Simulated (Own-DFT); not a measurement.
# Which defects push the lattice out? monoclinic HfO2

Calculated, not measured: single-point runs of Own-DFT, a retired in-house plane-wave DFT program that no person has reviewed, on unrelaxed cells, without spin or spin-orbit coupling.

Common settings: PBE; PseudoDojo norm-conserving scalar-relativistic files; cutoff 72 hartree; 2 x 2 x 2 k mesh centred on Gamma; Fermi-Dirac smearing of 0.1 eV.

Known weak points (not all hold for every row): not probed for a lower state with spin; hafnium file: forces about 75 meV/angstrom off all-electron values; oxygen file: force components 24 meV/angstrom off all-electron in a glass; forces on such cells passed a denser k mesh, each cell not checked; stress not checked against mesh or cutoff.

All runs share one cell, with vectors in Å (10.234, 0.000, 0.000); (0.000, 10.350, 0.000); (-1.696, 0.000, 10.445) and a volume of 1106.4 Å³. u is the rms random offset of the atoms per axis. The defect's site can differ from row to row.

| cell | formula | u (Å) | P (GPa) |
|---|---|---|---|
| no defect | Hf32O64 | 0.0193 | 3.86 |
| no defect | Hf32O64 | 0.0206 | 4.22 |
| no defect | Hf32O64 | 0.0526 | 5.87 |
| two Al on a Hf site each and one O vacancy | Al2Hf30O63 | 0.0276 | ? |
| two Al on a Hf site each and one O vacancy | Al2Hf30O63 | 0.0282 | 1.83 |
| two Al on a Hf site each and one O vacancy | Al2Hf30O63 | 0.0470 | 3.58 |
| two Al on a Hf site each and one O vacancy | Al2Hf30O63 | 0.0474 | 3.58 |
| two O vacancies | Hf32O62 | 0.0278 | 3.45 |
| two O vacancies | Hf32O62 | 0.0291 | 3.51 |
| two O vacancies | Hf32O62 | 0.0487 | 5.40 |
| one Si on a Hf site | Hf31O64Si | 0.0283 | 3.07 |
| one Si on a Hf site | Hf31O64Si | 0.0289 | 2.94 |
| one Si on a Hf site | Hf31O64Si | 0.0543 | 3.82 |

## What the rows give

P = P0 + c u² + a shift for each defect gives P0 = 3.71 GPa, c = 792 ± 129 GPa/Å² and a scatter of 0.40 GPa. The shifts, and each times the cell's volume:

- two O vacancies: -0.64 ± 0.33 GPa, -4.4 eV (-2.2 eV for each of its 2 sites) (not resolved)
- one Si on a Hf site: -1.64 ± 0.33 GPa, -11.3 eV
- two Al on a Hf site each and one O vacancy: -2.09 ± 0.34 GPa, -14.4 eV

Against the defect-free cell, a freed cell would be larger where the shift is positive and smaller where it is negative (160.2 GPa Å³ is 1 eV). The atoms around the defects weren't relaxed, which would change these numbers.

## Prediction

Q: what pressure belongs in the blank (two Al on a Hf site each and one O vacancy, u = 0.0276 Å)?

The fit gives 2.22 ± 0.48 GPa. DFT gave 1.88 GPa.
